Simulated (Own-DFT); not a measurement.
Si12O23 (quartz with two neutral oxygen vacancies, atoms displaced) (calculated)

Computed with Own-DFT development build. A calculation, not a measurement: plane-wave PBE and HSE06 DFT by an unreviewed code, no spin, of a simulated cell at Gamma alone, so results move with cell size and shape, stress positive in tension, energies less offsets, not probed for a lower state with spin; oxygen file: force components 24 meV/angstrom off all-electron in a glass; k mesh not checked against a denser one; forces and stress are PBE's, HSE06 gives the energy alone, and its difference from PBE has offsets of its own; offsets are fitted by least squares, one for each functional and potential file, so energies compare only between cells with the same atoms and settings and are not formation energies; the far tail of each file's local potential was reset to the Coulomb form; each entry is a single point on an unrelaxed cell, so the pressure reflects the starting lattice, mostly measured values (interpolated for alloys), from which strain is counted, and rises with the displacements; printed positions are rounded, which can move forces by about a meV/angstrom; the program, named Own-DFT, is a retired in-house code; no spin-orbit coupling.

Settings shared by all entries: first functional PBE; second functional HSE06; exact exchange share 0.25; screening 0.11 1/bohr; exchange divergence Gygi-Baldereschi; potential files PseudoDojo norm-conserving, scalar-relativistic, made for PBE, standard set; wave cutoff 48 hartree; occupations fixed; k mesh 1 x 1 x 1 centred on Gamma.

(1) Si12O23 (quartz with two neutral oxygen vacancies, atoms displaced)

```cif
# cell vector a (Å): 9.8268 0.0000 0.0000
# cell vector b (Å): -4.9134 8.5103 0.0000
# cell vector c (Å): 0.0000 0.0000 10.8104
data_Si12O23
_symmetry_space_group_name_H-M 'P 1'
_symmetry_Int_Tables_number 1
_cell_length_a 9.8268
_cell_length_b 9.8268
_cell_length_c 10.8104
_cell_angle_alpha 90.000
_cell_angle_beta 90.000
_cell_angle_gamma 120.000
_cell_volume 904.06
loop_
_atom_site_label
_atom_site_type_symbol
_atom_site_fract_x
_atom_site_fract_y
_atom_site_fract_z
_atom_site_occupancy
Si1 Si 0.23035 0.99546 0.00065 1
Si2 Si 0.00266 0.23477 0.33403 1
Si3 Si 0.25154 0.25923 0.16570 1
O1 O 0.20758 0.13612 0.05676 1
O2 O 0.43162 0.29816 0.22414 1
O3 O 0.07503 0.36775 0.44306 1
O4 O 0.14095 0.21809 0.27088 1
O5 O 0.29526 0.42353 0.10791 1
Si4 Si 0.23492 0.00095 0.50353 1
Si5 Si 0.00568 0.23423 0.82806 1
Si6 Si 0.28022 0.27138 0.66742 1
O6 O 0.19756 0.12116 0.56471 1
O7 O 0.42969 0.29393 0.72736 1
O8 O 0.36357 0.06056 0.88929 1
O9 O 0.07008 0.36287 0.94136 1
O10 O 0.13191 0.20359 0.77899 1
O11 O 0.28245 0.41432 0.60853 1
Si7 Si 0.24728 0.51392 0.00766 1
Si8 Si 0.99222 0.72346 0.33106 1
Si9 Si 0.26596 0.77229 0.17540 1
O12 O 0.20789 0.63240 0.06258 1
O13 O 0.42292 0.78864 0.23454 1
O14 O 0.35191 0.58285 0.37950 1
O15 O 0.07051 0.86292 0.44454 1
O16 O 0.13010 0.70237 0.27642 1
O17 O 0.29601 0.93188 0.10212 1
Si10 Si 0.24089 0.50816 0.50155 1
Si11 Si 0.99348 0.73096 0.83688 1
Si12 Si 0.26698 0.77763 0.66640 1
O18 O 0.20740 0.64374 0.55715 1
O19 O 0.42624 0.79866 0.72301 1
O20 O 0.36984 0.57398 0.89831 1
O21 O 0.07483 0.87255 0.93591 1
O22 O 0.13262 0.70590 0.77336 1
O23 O 0.28080 0.91650 0.61066 1
Si13 Si 0.73850 0.00009 0.00648 1
Si14 Si 0.49598 0.24209 0.34199 1
Si15 Si 0.76778 0.26553 0.17585 1
O24 O 0.70534 0.13914 0.06174 1
O25 O 0.92858 0.28903 0.22253 1
O26 O 0.86503 0.07447 0.39595 1
O27 O 0.63148 0.20984 0.27795 1
O28 O 0.80291 0.43655 0.10876 1
Si16 Si 0.73565 0.00605 0.50160 1
Si17 Si 0.49486 0.23287 0.83584 1
Si18 Si 0.76775 0.26940 0.66210 1
O29 O 0.71189 0.13403 0.55695 1
O30 O 0.93430 0.29563 0.72987 1
O31 O 0.86209 0.07380 0.89012 1
O32 O 0.56580 0.36442 0.94580 1
O33 O 0.62754 0.20609 0.77589 1
O34 O 0.78718 0.42637 0.60967 1
Si19 Si 0.73944 0.50492 0.99967 1
Si20 Si 0.49662 0.74641 0.32882 1
Si21 Si 0.77390 0.75909 0.16282 1
O35 O 0.70262 0.63335 0.05494 1
O36 O 0.93463 0.79387 0.22884 1
O37 O 0.86812 0.56833 0.39451 1
O38 O 0.58451 0.87968 0.43686 1
O39 O 0.63606 0.71577 0.27625 1
O40 O 0.79771 0.93466 0.11459 1
Si22 Si 0.74378 0.50888 0.50797 1
Si23 Si 0.49463 0.72673 0.84165 1
Si24 Si 0.76180 0.76076 0.66583 1
O41 O 0.71249 0.63334 0.55790 1
O42 O 0.93645 0.79438 0.72175 1
O43 O 0.86495 0.57049 0.89014 1
O44 O 0.57357 0.87474 0.93713 1
O45 O 0.63349 0.70630 0.77200 1
O46 O 0.79891 0.92911 0.61374 1
```

| Property | Result |
| --- | --- |
| PBE energy of cell above offsets | -16.011 eV |
| HSE06 less PBE above offsets | 0.298 eV |
| PBE pressure | 7.93 GPa |
| PBE stress xx | -8.86 GPa |
| PBE stress yy | -7.64 GPa |
| PBE stress zz | -7.28 GPa |
| PBE stress yz | 2.83 GPa |
| PBE stress xz | -0.84 GPa |
| PBE stress xy | 4.18 GPa |

Force:
```csv
element,x (eV/Å),y (eV/Å),z (eV/Å)
Si,0.136,2.949,-2.108
Si,-1.075,0.495,1.212
Si,6.437,2.2,-2.779
O,-0.117,-1.195,-0.543
O,-1.686,-0.668,-0.313
O,0.025,-0.132,-0.273
O,-3.181,-2.304,4.426
O,-0.463,1.89,-0.547
Si,1.586,-0.586,-3.075
Si,-2.525,0.039,4.793
Si,-4.957,-5.384,0.223
O,-1.326,3.369,2.157
O,2.009,1.165,0.324
O,-0.579,0.875,0.239
O,1.637,2.254,1.139
O,5.831,0.012,-3.119
O,-0.817,3.816,-1.912
Si,-1.308,-6.976,-1.685
Si,1.657,2.759,3.641
Si,-0.156,-0.802,-2.91
O,-2.143,4.013,2.716
O,-6.76,3.939,-7.857
O,0.754,-0.832,1.644
O,-0.205,-1.115,-1.49
O,1.081,-0.13,-0.423
O,1.836,-2.172,3.203
Si,-1.541,-0.269,-0.333
Si,2.732,2.092,-2.718
Si,2.947,-8.483,4.137
O,0.915,-1.231,-0.352
O,2.385,-0.95,2.122
O,0.048,-2.359,0.303
O,-1.592,-1.705,0.242
O,-0.691,-0.215,1.014
O,-2.827,8.247,-3.55
Si,-1.564,2.298,-2.546
Si,0.281,0.44,1.969
Si,-2.395,0.63,-2.855
O,0.565,-0.861,0.141
O,1.802,0.432,1.239
O,1.588,0.955,-1.4
O,-0.005,-0.318,0.613
O,0.069,-0.566,0.596
Si,4.29,-2.726,1.067
Si,1.298,-0.928,1.993
Si,1.246,-2.42,3.977
O,-2.771,3.618,2.144
O,-3.973,0.857,-3.656
O,0.09,-0.547,0.659
O,0.616,0.758,0.021
O,2.424,0.564,-2.128
O,1.374,0.46,1.408
Si,-0.322,-3.844,0.234
Si,8.372,-2.495,7.314
Si,-4.05,2.5,2.423
O,-0.273,0.727,-0.074
O,-1.612,0.524,-2.363
O,-0.07,-1.271,0.284
O,-2.262,-2.608,-1.121
O,1.251,-0.124,-1.373
O,1.781,-2.125,1.036
Si,-0.45,-4.772,-5.392
Si,0.703,5.915,-4.442
Si,1.828,2.569,1.043
O,-3.045,2.834,1.247
O,-2.247,-0.618,-0.491
O,-0.499,-1.266,0.501
O,0.289,-0.871,0.763
O,-1.12,-1.017,1.273
O,-1.274,0.691,-1.649
```

(2) Si12O23 (quartz with two neutral oxygen vacancies, atoms displaced)

```cif
# cell vector a (Å): 9.8268 0.0000 0.0000
# cell vector b (Å): -4.9134 8.5103 0.0000
# cell vector c (Å): 0.0000 0.0000 10.8104
data_Si12O23
_symmetry_space_group_name_H-M 'P 1'
_symmetry_Int_Tables_number 1
_cell_length_a 9.8268
_cell_length_b 9.8268
_cell_length_c 10.8104
_cell_angle_alpha 90.000
_cell_angle_beta 90.000
_cell_angle_gamma 120.000
_cell_volume 904.06
loop_
_atom_site_label
_atom_site_type_symbol
_atom_site_fract_x
_atom_site_fract_y
_atom_site_fract_z
_atom_site_occupancy
Si1 Si 0.23196 0.99254 0.00053 1
Si2 Si 0.99897 0.23410 0.33230 1
Si3 Si 0.27445 0.26594 0.17195 1
O1 O 0.20417 0.13396 0.06157 1
O2 O 0.43330 0.29242 0.22637 1
O3 O 0.37092 0.06905 0.38612 1
O4 O 0.06830 0.36587 0.43919 1
O5 O 0.14310 0.20126 0.27154 1
O6 O 0.30162 0.43684 0.10735 1
Si4 Si 0.23563 0.00358 0.50790 1
Si5 Si 0.00751 0.24826 0.83781 1
Si6 Si 0.26087 0.25832 0.67541 1
O7 O 0.20222 0.13273 0.54912 1
O8 O 0.43874 0.29641 0.73543 1
O9 O 0.37820 0.07520 0.87368 1
O10 O 0.06130 0.35094 0.94229 1
O11 O 0.14309 0.21852 0.77844 1
O12 O 0.30757 0.43715 0.61497 1
Si7 Si 0.22353 0.49478 0.00103 1
Si8 Si 0.99951 0.74017 0.33599 1
Si9 Si 0.26181 0.76364 0.16710 1
O13 O 0.21047 0.63528 0.05687 1
O14 O 0.35177 0.57143 0.39201 1
O15 O 0.06692 0.85862 0.44305 1
O16 O 0.28917 0.92563 0.10951 1
Si10 Si 0.22845 0.49251 0.49616 1
Si11 Si 0.00610 0.74426 0.83563 1
Si12 Si 0.25661 0.76614 0.67209 1
O17 O 0.19822 0.62514 0.55942 1
O18 O 0.42398 0.78547 0.72216 1
O19 O 0.36572 0.58368 0.89227 1
O20 O 0.07905 0.86630 0.94524 1
O21 O 0.14404 0.72169 0.77610 1
O22 O 0.29343 0.93086 0.61508 1
Si13 Si 0.73676 0.00086 0.00515 1
Si14 Si 0.50595 0.23853 0.32504 1
Si15 Si 0.76705 0.26180 0.16798 1
O23 O 0.70582 0.12522 0.05934 1
O24 O 0.93165 0.29618 0.22769 1
O25 O 0.87794 0.06843 0.39505 1
O26 O 0.57073 0.36290 0.43564 1
O27 O 0.64134 0.21641 0.27744 1
O28 O 0.79232 0.42554 0.11344 1
Si16 Si 0.73599 0.00491 0.50048 1
Si17 Si 0.49874 0.22858 0.83980 1
Si18 Si 0.75572 0.25057 0.66927 1
O29 O 0.70401 0.12937 0.56158 1
O30 O 0.92739 0.28270 0.72237 1
O31 O 0.86006 0.06312 0.88855 1
O32 O 0.57666 0.37817 0.94441 1
O33 O 0.62546 0.19924 0.76737 1
O34 O 0.79867 0.43387 0.60570 1
Si19 Si 0.73360 0.49610 0.00415 1
Si20 Si 0.49345 0.73737 0.32768 1
Si21 Si 0.76899 0.75967 0.17409 1
O35 O 0.70251 0.62690 0.06460 1
O36 O 0.93545 0.79703 0.22897 1
O37 O 0.86237 0.58954 0.38632 1
O38 O 0.56634 0.85830 0.44597 1
O39 O 0.64522 0.72005 0.27258 1
O40 O 0.80058 0.93379 0.10544 1
Si22 Si 0.73657 0.49587 0.49936 1
Si23 Si 0.50195 0.73672 0.83742 1
Si24 Si 0.77100 0.76488 0.67181 1
O41 O 0.70804 0.63189 0.56087 1
O42 O 0.93352 0.80810 0.72683 1
O43 O 0.86313 0.56673 0.89949 1
O44 O 0.57483 0.87052 0.94035 1
O45 O 0.63069 0.70773 0.77198 1
O46 O 0.80536 0.93705 0.59881 1
```

| Quantity | Value |
| --- | --- |
| PBE energy of cell above offsets | -14.284 eV |
| HSE06 less PBE above offsets | 0.470 eV |
| PBE pressure | 7.9 GPa |
| PBE stress xx | -7.15 GPa |
| PBE stress yy | -7.37 GPa |
| PBE stress zz | -9.17 GPa |
| PBE stress yz | -0.99 GPa |
| PBE stress xz | 0.69 GPa |
| PBE stress xy | -0.3 GPa |

Force:
```csv
element,x (eV/Å),y (eV/Å),z (eV/Å)
Si,2.012,5.89,0.233
Si,3.233,-1.253,0.299
Si,-1.683,1.476,-3.414
O,1.55,-0.964,-1.299
O,-0.998,1.726,-2.824
O,-1.136,-0.292,1.51
O,-0.948,-1.567,-0.516
O,-3.671,0.063,2.723
O,0.166,-1.79,0.451
Si,2.482,-2.782,-4.9
Si,-1.263,-10.5,-7.252
Si,4.352,3.82,-4.694
O,-2.035,3.661,3.521
O,-3.962,0.321,-2.942
O,-5.437,-11.42,6.959
O,0.463,7.513,8.133
O,-2.303,-1.48,3.043
O,-0.904,-1.921,-1.145
Si,3.6,0.641,-0.816
Si,4.841,0.265,-2.381
Si,0.162,-1.31,4.471
O,-1.603,0.481,-0.114
O,2.498,1.558,-2.86
O,1.55,3.7,3.372
O,0.872,1.177,-0.446
Si,0.997,1.267,4.824
Si,-1.787,-3.386,-0.374
Si,6.918,-0.844,-5.864
O,-1.067,1.668,1.546
O,-0.595,0.471,0.287
O,-2.056,-4.014,2.214
O,-2.37,-1.913,-1.096
O,-4.43,-2.134,4.924
O,-0.442,0.835,-0.483
Si,2.265,-2.518,-4.142
Si,-0.603,-2.65,5.099
Si,-0.201,0.04,-0.833
O,-3.053,4.397,2.784
O,-0.516,0.186,-1.189
O,-1.356,0.168,-0.239
O,0.588,1.424,1.183
O,2.975,-1.134,-1.168
O,0.572,-0.304,-0.105
Si,1.319,-3.231,-2.101
Si,3.367,10.13,-1.806
Si,1.653,4.694,-0.752
O,-1.384,0.454,-1.079
O,-1.342,0.716,-0.558
O,0.885,2.528,-0.508
O,-1.667,-4.475,-2.118
O,0.098,-0.24,1.76
O,2.096,-3.168,2.097
Si,0.729,1.585,1.59
Si,-0.973,-0.146,-0.452
Si,0.831,2.838,-4.456
O,-0.138,1.232,0.867
O,-1.723,1.41,-2.815
O,-1.313,-4.847,1.818
O,0.423,1.134,-0.313
O,-3.886,-1.502,3.517
O,2.163,-2.761,2.638
Si,-2.046,1.348,-1.386
Si,-0.823,1.68,-2.364
Si,-4.13,0.788,-3.583
O,0.124,0.451,0.699
O,3.259,-0.058,2.219
O,2.306,3.39,-2.655
O,-0.435,0.077,0.75
O,1.565,-0.031,-0.069
O,1.363,-2.57,2.582
```

(3) Si12O23 (quartz with two neutral oxygen vacancies, atoms displaced)

```cif
# cell vector a (Å): 9.8268 0.0000 0.0000
# cell vector b (Å): -4.9134 8.5103 0.0000
# cell vector c (Å): 0.0000 0.0000 10.8104
data_Si12O23
_symmetry_space_group_name_H-M 'P 1'
_symmetry_Int_Tables_number 1
_cell_length_a 9.8268
_cell_length_b 9.8268
_cell_length_c 10.8104
_cell_angle_alpha 90.000
_cell_angle_beta 90.000
_cell_angle_gamma 120.000
_cell_volume 904.06
loop_
_atom_site_label
_atom_site_type_symbol
_atom_site_fract_x
_atom_site_fract_y
_atom_site_fract_z
_atom_site_occupancy
Si1 Si 0.24321 0.99855 0.00445 1
Si2 Si 0.99401 0.22663 0.33724 1
Si3 Si 0.26549 0.26553 0.16308 1
O1 O 0.20696 0.13249 0.05141 1
O2 O 0.42914 0.28686 0.22646 1
O3 O 0.36679 0.06785 0.39022 1
O4 O 0.07169 0.36398 0.44050 1
O5 O 0.13454 0.20643 0.28138 1
O6 O 0.30152 0.43178 0.11157 1
Si4 Si 0.23015 0.00325 0.49916 1
Si5 Si 0.99696 0.23465 0.83519 1
Si6 Si 0.26318 0.27387 0.66812 1
O7 O 0.20469 0.13161 0.55689 1
O8 O 0.35441 0.06930 0.88584 1
O9 O 0.07407 0.36379 0.94672 1
O10 O 0.13721 0.20764 0.78627 1
Si7 Si 0.22901 0.50836 0.99685 1
Si8 Si 0.00186 0.73351 0.32693 1
Si9 Si 0.27025 0.76545 0.16856 1
O11 O 0.21137 0.64311 0.06114 1
O12 O 0.42958 0.79196 0.22013 1
O13 O 0.37085 0.57871 0.40071 1
O14 O 0.07048 0.85950 0.43344 1
O15 O 0.13587 0.71325 0.27156 1
O16 O 0.29079 0.92020 0.11513 1
Si10 Si 0.23286 0.49447 0.49950 1
Si11 Si 0.99751 0.73437 0.82992 1
Si12 Si 0.25929 0.76469 0.66449 1
O17 O 0.19835 0.63327 0.55387 1
O18 O 0.42985 0.80490 0.73012 1
O19 O 0.36486 0.57629 0.89132 1
O20 O 0.07264 0.86158 0.93402 1
O21 O 0.13847 0.70923 0.77291 1
O22 O 0.30445 0.93110 0.60512 1
Si13 Si 0.73158 0.99952 0.00184 1
Si14 Si 0.50625 0.23559 0.33125 1
Si15 Si 0.76442 0.27025 0.16311 1
O23 O 0.70638 0.12703 0.05905 1
O24 O 0.93271 0.30367 0.22987 1
O25 O 0.86246 0.07118 0.40398 1
O26 O 0.57931 0.37168 0.44405 1
O27 O 0.62917 0.20284 0.27607 1
O28 O 0.79777 0.43238 0.11320 1
Si16 Si 0.74019 0.00472 0.49698 1
Si17 Si 0.50705 0.24675 0.83709 1
Si18 Si 0.77416 0.26813 0.67600 1
O29 O 0.71536 0.14384 0.56287 1
O30 O 0.93144 0.29418 0.72934 1
O31 O 0.86402 0.06531 0.88854 1
O32 O 0.58153 0.37013 0.94153 1
O33 O 0.62329 0.20427 0.77499 1
O34 O 0.79174 0.42440 0.60085 1
Si19 Si 0.73566 0.50556 0.99818 1
Si20 Si 0.50427 0.74281 0.33230 1
Si21 Si 0.76533 0.77554 0.17458 1
O35 O 0.70670 0.62233 0.06116 1
O36 O 0.93056 0.79070 0.23091 1
O37 O 0.85782 0.56739 0.40014 1
O38 O 0.56851 0.86152 0.44460 1
O39 O 0.63194 0.70039 0.26773 1
O40 O 0.78923 0.92575 0.10649 1
Si22 Si 0.73595 0.50230 0.49833 1
Si23 Si 0.50563 0.73760 0.83391 1
Si24 Si 0.76872 0.76678 0.66705 1
O41 O 0.70411 0.63406 0.56498 1
O42 O 0.92537 0.78634 0.72593 1
O43 O 0.86849 0.57569 0.89988 1
O44 O 0.57117 0.86349 0.94779 1
O45 O 0.61986 0.69995 0.77447 1
O46 O 0.80606 0.93871 0.61062 1
```

| Property | Result |
| --- | --- |
| PBE energy of cell above offsets | -16.957 eV |
| HSE06 less PBE above offsets | 0.315 eV |
| PBE pressure | 7.9 GPa |
| PBE stress xx | -9.46 GPa |
| PBE stress yy | -6.54 GPa |
| PBE stress zz | -7.72 GPa |
| PBE stress yz | -1 GPa |
| PBE stress xz | 3.39 GPa |
| PBE stress xy | 0.72 GPa |

Force:
```csv
element,x (eV/Å),y (eV/Å),z (eV/Å)
Si,-2.049,-1.563,-1.983
Si,0.371,2.529,-1.31
Si,0.443,-0.893,1.384
O,-0.505,0.965,1.717
O,-1.952,0.565,-1.728
O,-0.296,0.656,0.268
O,-0.857,-0.766,-0.171
O,0.95,-0.378,-1.487
O,-1.789,1.351,-1.751
Si,3.527,-3.035,-1.407
Si,2.343,-1.098,2.044
Si,1.284,0.782,-0.234
O,-2.082,2.489,1.978
O,1.86,1.71,-0.19
O,-1.595,-0.941,-0.528
O,0.048,0.152,-1.138
Si,3.858,-0.803,1.442
Si,0.114,-3.23,4.555
Si,-1.372,-0.848,1.286
O,-0.563,-1.461,-1.455
O,2.158,0.48,1.177
O,0.97,0.684,-1.556
O,0.316,2.164,2.371
O,2.148,-1.373,-0.306
O,-0.992,3.404,-1.659
Si,0.288,0.08,2.675
Si,2.707,-1.211,1.542
Si,3.105,0.891,-0.83
O,0.659,-0.622,0.312
O,-0.026,-0.791,-0.094
O,-0.607,-0.689,0.46
O,0.963,2.357,2.663
O,-2.176,-1.206,1.597
O,-1.889,0.883,-1.229
Si,2.177,-1.268,-2.861
Si,-3.585,0.051,4.138
Si,1.52,-1.937,2.181
O,-2.34,3.803,2.145
O,-0.828,-1.389,-0.202
O,4.81,2.545,-6.615
O,-2.408,-3.276,-2.33
O,4.81,-0.333,-2.754
O,-0.871,1.114,-1.671
Si,-5.966,-3.222,8.073
Si,-5.078,-3.105,-2.354
Si,-4.737,0.395,-2.993
O,0.716,-1.682,-0.746
O,0.642,1.281,-0.037
O,-0.849,0.047,0.859
O,-1.19,-0.405,1.044
O,3.806,0.138,-1.567
O,1.506,-0.984,2.878
Si,3.548,-2.385,1.463
Si,-0.011,-2.816,0.283
Si,4.829,-2.951,-3.788
O,-4.065,6.453,4.238
O,-4.818,1.558,-4.118
O,4.506,4.372,-5.857
O,1.031,2.142,0.686
O,-3.092,-0.602,3.281
O,0.776,0.927,0.744
Si,-1.981,-0.448,4.41
Si,-6.042,1.379,1.183
Si,-2.535,0.699,0.467
O,-0.075,-0.624,-0.942
O,-1.128,0.869,-1.471
O,1.643,0.31,-2.382
O,-0.456,-0.681,-0.508
O,6.56,-0.057,-3.325
O,-0.187,-1.153,0.029
```

(4) Si12O23 (quartz with two neutral oxygen vacancies, atoms displaced)

```cif
# cell vector a (Å): 9.8268 0.0000 0.0000
# cell vector b (Å): -4.9134 8.5103 0.0000
# cell vector c (Å): 0.0000 0.0000 10.8104
data_Si12O23
_symmetry_space_group_name_H-M 'P 1'
_symmetry_Int_Tables_number 1
_cell_length_a 9.8268
_cell_length_b 9.8268
_cell_length_c 10.8104
_cell_angle_alpha 90.000
_cell_angle_beta 90.000
_cell_angle_gamma 120.000
_cell_volume 904.06
loop_
_atom_site_label
_atom_site_type_symbol
_atom_site_fract_x
_atom_site_fract_y
_atom_site_fract_z
_atom_site_occupancy
Si1 Si 0.23725 0.99469 0.99916 1
Si2 Si 0.99307 0.23086 0.33520 1
Si3 Si 0.26596 0.27595 0.16605 1
O1 O 0.20260 0.13567 0.05325 1
O2 O 0.42953 0.28678 0.21947 1
O3 O 0.36209 0.06296 0.39573 1
O4 O 0.06411 0.36401 0.43370 1
O5 O 0.13753 0.21412 0.28111 1
O6 O 0.28268 0.42163 0.11514 1
Si4 Si 0.24061 0.01338 0.49525 1
Si5 Si 0.99312 0.23522 0.83252 1
Si6 Si 0.26778 0.27408 0.67623 1
O7 O 0.20241 0.12918 0.55696 1
O8 O 0.41980 0.28967 0.72343 1
O9 O 0.36769 0.07608 0.89387 1
O10 O 0.06874 0.36495 0.93270 1
O11 O 0.12133 0.20130 0.77151 1
O12 O 0.29091 0.42648 0.60544 1
Si7 Si 0.22535 0.48804 0.00062 1
Si8 Si 0.99563 0.73350 0.33193 1
Si9 Si 0.25501 0.75611 0.16796 1
O13 O 0.20509 0.63292 0.05348 1
O14 O 0.41995 0.79110 0.22604 1
O15 O 0.36418 0.57359 0.39997 1
O16 O 0.07576 0.87841 0.44398 1
O17 O 0.13740 0.70562 0.27432 1
O18 O 0.28440 0.91810 0.10782 1
Si10 Si 0.23666 0.50015 0.50511 1
Si11 Si 0.98415 0.73061 0.83372 1
Si12 Si 0.25820 0.75888 0.66909 1
O19 O 0.20929 0.63362 0.56110 1
O20 O 0.43043 0.80705 0.72702 1
O21 O 0.37440 0.57784 0.90443 1
O22 O 0.07847 0.87512 0.93812 1
O23 O 0.12268 0.70960 0.77566 1
O24 O 0.29773 0.92542 0.60458 1
Si13 Si 0.74043 0.00228 0.99130 1
Si14 Si 0.50025 0.23414 0.33431 1
Si15 Si 0.76906 0.26629 0.15744 1
O25 O 0.71001 0.13309 0.05732 1
O26 O 0.93160 0.29249 0.21969 1
O27 O 0.85578 0.07684 0.39505 1
O28 O 0.56870 0.36033 0.44034 1
O29 O 0.62789 0.20473 0.27531 1
O30 O 0.79474 0.41667 0.10589 1
Si16 Si 0.73309 0.99490 0.50475 1
Si17 Si 0.51208 0.24748 0.83269 1
Si18 Si 0.76199 0.27536 0.66854 1
O31 O 0.70929 0.12842 0.56388 1
O32 O 0.92739 0.28975 0.72475 1
O33 O 0.86370 0.08172 0.88618 1
O34 O 0.57843 0.36845 0.94373 1
O35 O 0.63462 0.20644 0.77475 1
O36 O 0.79787 0.43585 0.61271 1
Si19 Si 0.73103 0.49774 0.00236 1
Si20 Si 0.50765 0.73917 0.32669 1
Si21 Si 0.77111 0.77797 0.16115 1
O37 O 0.92653 0.78675 0.22761 1
O38 O 0.85543 0.57672 0.39299 1
O39 O 0.56650 0.85400 0.44260 1
O40 O 0.63138 0.70370 0.27129 1
Si22 Si 0.73097 0.50632 0.50411 1
Si23 Si 0.49961 0.73237 0.83612 1
Si24 Si 0.76801 0.76338 0.66821 1
O41 O 0.71515 0.63826 0.56437 1
O42 O 0.92389 0.79472 0.72530 1
O43 O 0.86827 0.57759 0.89437 1
O44 O 0.57443 0.86859 0.93887 1
O45 O 0.62119 0.70446 0.77731 1
O46 O 0.77723 0.91932 0.61078 1
```

| Property | Result |
| --- | --- |
| PBE energy of cell above offsets | -16.196 eV |
| HSE06 less PBE above offsets | 0.082 eV |
| PBE pressure | 9.47 GPa |
| PBE stress xx | -10.15 GPa |
| PBE stress yy | -9.67 GPa |
| PBE stress zz | -8.59 GPa |
| PBE stress yz | 1.23 GPa |
| PBE stress xz | 0.67 GPa |
| PBE stress xy | 1.22 GPa |

Force:
```csv
element,x (eV/Å),y (eV/Å),z (eV/Å)
Si,-1.07,3.026,0.826
Si,0.837,0.667,-1.557
Si,3.559,-9,2.968
O,0.362,0.731,1.162
O,-1.338,0.525,-0.132
O,3.763,3.616,-4.685
O,1.048,3.186,3.284
O,0.87,-0.538,-0.844
O,-2.668,6.277,-3.342
Si,0.446,-5.242,4.251
Si,2.125,1.047,-2.458
Si,-3.713,-3.916,-3.908
O,-2.367,4.974,3.675
O,4.824,1.124,2.527
O,1.643,2.032,-1.268
O,0.011,1.503,2.107
O,1.588,0.252,-0.188
O,1.599,-0.787,2.504
Si,0.325,3.073,0.314
Si,3.172,1.506,3.717
Si,2.213,1.017,-2.513
O,-0.138,-0.936,0.141
O,1.312,0.042,-0.01
O,1.77,1.363,-2.383
O,-1.333,-3.519,-2.61
O,-3.745,-1.402,3.215
O,0.415,0.336,0.435
Si,-2.991,-0.81,-3.797
Si,4.029,5.038,0.496
Si,-0.492,3.149,0.286
O,-0.969,-0.669,0.136
O,0.745,-1.72,1.594
O,-0.808,-2.288,0.528
O,-2.328,-3.021,-1.803
O,1.34,-0.652,-0.845
O,-1.03,0.325,-0.484
Si,-0.798,-2.071,3.112
Si,-1.569,-2.245,-0.836
Si,0.806,-4.554,6.246
O,0.074,-1.613,-1.307
O,-0.597,-0.342,-0.387
O,0.66,-1.416,-0.681
O,0.398,2.62,2.611
O,3.777,0.188,-2.476
O,-2.286,5.73,-3.105
Si,-2.842,-0.181,-2.084
Si,-3.36,-4.157,0.357
Si,4.356,-3.705,-1.662
O,-1.839,2.718,1.607
O,-2.985,1.359,-2.051
O,-0.122,-3.163,0.563
O,-1.967,-1.519,-1.178
O,-0.119,0.062,0.547
O,-1.2,1.593,-1.062
Si,1.277,4.851,3.599
Si,-4.583,-1.894,2.452
Si,0.001,-1.129,-2.012
O,-2.356,1.492,-2.671
O,0.612,-0.262,-0.083
O,0.977,1.993,0.841
O,2.999,-0.034,-1.843
Si,1.671,-3.862,-2.303
Si,-5.376,2.283,-0.194
Si,-4.917,1.403,1.419
O,-2.161,0.161,-0.295
O,0.947,0.854,0.519
O,-1.709,-4.17,1.818
O,0.005,0.572,0.704
O,6.832,-0.715,-3.6
O,2.393,-1.158,2.093
```
